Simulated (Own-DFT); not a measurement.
## Calculated data, GaAs (zincblende with one plane slipped along a stacking-fault path, atoms displaced)

A calculation, not a measurement: plane-wave PBE density functional theory by an unreviewed code, no spin, of a simulated periodic cell, stress positive in tension, free energy of the whole cell less one offset for each atom, forces on such cells passed a denser k mesh, this cell's mesh not checked; offsets are fitted by least squares, one for each functional and potential file, so energies compare only between cells with the same atoms and settings and are not formation energies; the far tail of each file's local potential was reset to the Coulomb form; each entry is a single point on an unrelaxed cell, so the pressure reflects the starting lattice, mostly measured values (interpolated for alloys), from which strain is counted, and rises with the displacements; printed positions are rounded, which can move forces by about a meV/angstrom; the program, named Own-DFT, is a retired in-house code; no spin-orbit coupling. Program: Own-DFT development build.

```cif
# cell vector a (Å): 5.6533 -5.6533 0.0000
# cell vector b (Å): 0.0000 5.6533 -5.6533
# cell vector c (Å): 11.9190 11.9190 10.0817
data_GaAs
_symmetry_space_group_name_H-M 'P 1'
_symmetry_Int_Tables_number 1
_cell_length_a 7.9950
_cell_length_b 7.9950
_cell_length_c 19.6409
_cell_angle_alpha 86.207
_cell_angle_beta 90.000
_cell_angle_gamma 120.000
_cell_volume 1084.07
loop_
_atom_site_label
_atom_site_type_symbol
_atom_site_fract_x
_atom_site_fract_y
_atom_site_fract_z
_atom_site_occupancy
Ga1 Ga 0.99703 0.00061 0.00568 1
As1 As 0.98232 0.96036 0.13100 1
Ga2 Ga 0.15260 0.31045 0.16844 1
As2 As 0.12923 0.26030 0.28590 1
Ga3 Ga 0.29270 0.08136 0.33298 1
As3 As 0.28907 0.07032 0.45813 1
Ga4 Ga 0.05156 0.10048 0.49919 1
As4 As 0.04058 0.08042 0.63172 1
Ga5 Ga 0.20192 0.40701 0.66556 1
As5 As 0.17356 0.36852 0.79616 1
Ga6 Ga 0.33806 0.19885 0.83487 1
As6 As 0.33626 0.18495 0.95197 1
Ga7 Ga 0.00421 0.51223 0.00306 1
As7 As 0.99716 0.49041 0.12558 1
Ga8 Ga 0.11902 0.77287 0.16691 1
As8 As 0.12504 0.76701 0.29204 1
Ga9 Ga 0.29597 0.58723 0.32839 1
As9 As 0.29267 0.57629 0.45426 1
Ga10 Ga 0.05776 0.61480 0.50360 1
As10 As 0.04276 0.57926 0.62037 1
Ga11 Ga 0.18930 0.89604 0.66736 1
As11 As 0.17687 0.86837 0.79406 1
Ga12 Ga 0.35008 0.70200 0.83321 1
As12 As 0.33450 0.66663 0.96168 1
Ga13 Ga 0.49034 0.99548 0.99615 1
As13 As 0.48411 0.97461 0.12702 1
Ga14 Ga 0.66122 0.30561 0.16946 1
As14 As 0.61810 0.26635 0.29181 1
Ga15 Ga 0.77945 0.09203 0.33498 1
As15 As 0.78223 0.07397 0.45688 1
Ga16 Ga 0.56405 0.11918 0.49522 1
As16 As 0.53030 0.07952 0.62281 1
Ga17 Ga 0.70923 0.39801 0.67017 1
As17 As 0.68173 0.37448 0.79037 1
Ga18 Ga 0.84280 0.21075 0.83119 1
As18 As 0.85771 0.19484 0.95975 1
Ga19 Ga 0.51319 0.49900 0.00577 1
As19 As 0.47829 0.46825 0.12171 1
Ga20 Ga 0.64861 0.79994 0.16361 1
As20 As 0.62157 0.76596 0.29362 1
Ga21 Ga 0.80644 0.60457 0.33773 1
As21 As 0.78783 0.57699 0.45982 1
Ga22 Ga 0.54585 0.59710 0.49584 1
As22 As 0.54858 0.58841 0.62828 1
Ga23 Ga 0.70595 0.91931 0.66565 1
As23 As 0.69273 0.88392 0.79411 1
Ga24 Ga 0.85614 0.71233 0.83088 1
As24 As 0.83442 0.66486 0.95785 1
_calc_functional 'PBE'
_calc_potential_files 'PseudoDojo norm-conserving, scalar-relativistic, standard set'
_calc_wave_cutoff 42  # hartree
_calc_occupations 'Fermi-Dirac'
_calc_smearing_width 0.1  # eV
_calc_k_mesh '4 x 4 x 2 centred on Gamma'
_calc_free_energy_of_cell_above_offsets '-11.523'  # eV
_calc_pressure 5.92  # GPa
_calc_stress_xx -7.05  # GPa
_calc_stress_yy -7.32  # GPa
_calc_stress_zz -3.38  # GPa
_calc_stress_yz -0.58  # GPa
_calc_stress_xz -0.35  # GPa
_calc_stress_xy 1.8  # GPa
```

Force:
```csv
element,x (eV/Å),y (eV/Å),z (eV/Å)
Ga,-0.282,-0.652,-0.128
As,-0.154,0.485,-1.594
Ga,-0.926,-0.931,0.051
As,0.721,1.244,1.111
Ga,-0.288,0.765,-0.272
As,-2.311,-1.625,0.05
Ga,1.644,2.351,0.465
As,-0.839,-0.676,-0.913
Ga,1.018,0.203,0.067
As,-0.136,-0.665,-1.385
Ga,-0.597,-1.011,-0.594
As,1.188,0.932,1.54
Ga,-0.147,-0.47,0.103
As,-1.611,-1.604,2.062
Ga,2.857,1.076,-1.681
As,0.191,-1.046,0.167
Ga,-0.601,0.677,0.586
As,-3.53,-0.128,-0.26
Ga,1.232,-0.078,-0.805
As,0.784,1.101,1.039
Ga,0.59,-0.205,0.142
As,0.71,-0.837,-0.969
Ga,0.251,0.108,0.532
As,0.228,-0.565,-0.519
Ga,0.875,0.141,-0.419
As,-0.643,0.179,-0.237
Ga,-0.932,-0.077,0.068
As,1.131,0.033,-0.622
Ga,-0.047,-0.699,-0.565
As,-0.335,-3.358,-0.001
Ga,1.749,3.411,0.281
As,0.124,0,-0.135
Ga,-0.914,-0.102,-0.757
As,0.103,1.074,-0.124
Ga,0.66,0.26,0.978
As,-1.106,0.249,0.79
Ga,-1.628,-0.634,-0.784
As,1.639,0.579,0.848
Ga,-0.26,0.538,0.665
As,0.554,-1.158,-0.706
Ga,-1.269,0.263,0.413
As,-0.936,-2.382,-0.146
Ga,2.903,2.406,1.085
As,-0.431,-0.539,-0.007
Ga,-0.229,0.321,0.641
As,-0.711,0.093,-0.215
Ga,-0.578,0.433,1.291
As,0.291,0.519,-1.138
```
